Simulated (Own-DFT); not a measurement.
# Point defects and the pressure they add: grey tin

No measurement is shown. These are fixed-geometry runs of a retired plane-wave code named Own-DFT, which no person has reviewed; spin and spin-orbit coupling are neglected.

Method: PBE; PseudoDojo norm-conserving scalar-relativistic files; cutoff 42 hartree; 3 x 3 x 3 k mesh centred on Gamma; cold (Marzari-Vanderbilt) smearing of 0.2 eV.

Known weak points (not all hold for every row): not probed for a lower state with spin; forces on such cells moved up to 12 meV/angstrom on a denser k mesh; stress not checked against mesh or cutoff.

All runs share one cell, with vectors in Å (12.978, 0.000, 0.000); (0.000, 12.978, 0.000); (0.000, 0.000, 12.978) and a volume of 2185.9 Å³. u is the rms random offset of the atoms per axis. The defect's site can differ from row to row.

```
cell,formula,u (Å),P (GPa)
no defect,Sn64,0.0187,3.37
no defect,Sn64,0.0221,3.38
no defect,Sn64,0.0500,3.61
two Sn vacancies,Sn62,0.0295,3.19
two Sn vacancies,Sn62,0.0333,3.15
two Sn vacancies,Sn62,0.0485,3.27
one Sn vacancy,Sn63,0.0318,?
one Sn vacancy,Sn63,0.0319,3.24
one Sn vacancy,Sn63,0.0470,3.39
one Sn vacancy,Sn63,0.0497,3.42
```

## Worked fit

P = P0 + c u² + a shift for each defect gives P0 = 3.34 GPa, c = 106 ± 11 GPa/Å² and a scatter of 0.03 GPa. The shifts, and each times the cell's volume:

- one Sn vacancy: -0.19 ± 0.02 GPa, -2.6 eV
- two Sn vacancies: -0.29 ± 0.02 GPa, -4.0 eV (-2.0 eV for each of its 2 sites)

Positive is outwards. The product with the volume (160.2 GPa Å³ to the eV) is nearly free of the cell's size; divided by the bulk modulus at the cell's pressure it gives the volume that the defect adds. The atoms around the defects weren't relaxed, which would change these numbers.

## Prediction

Asked: what pressure belongs in the blank (one Sn vacancy, u = 0.0318 Å)?

The fitted form gives 3.26 ± 0.03 GPa. DFT gave 3.24 GPa.
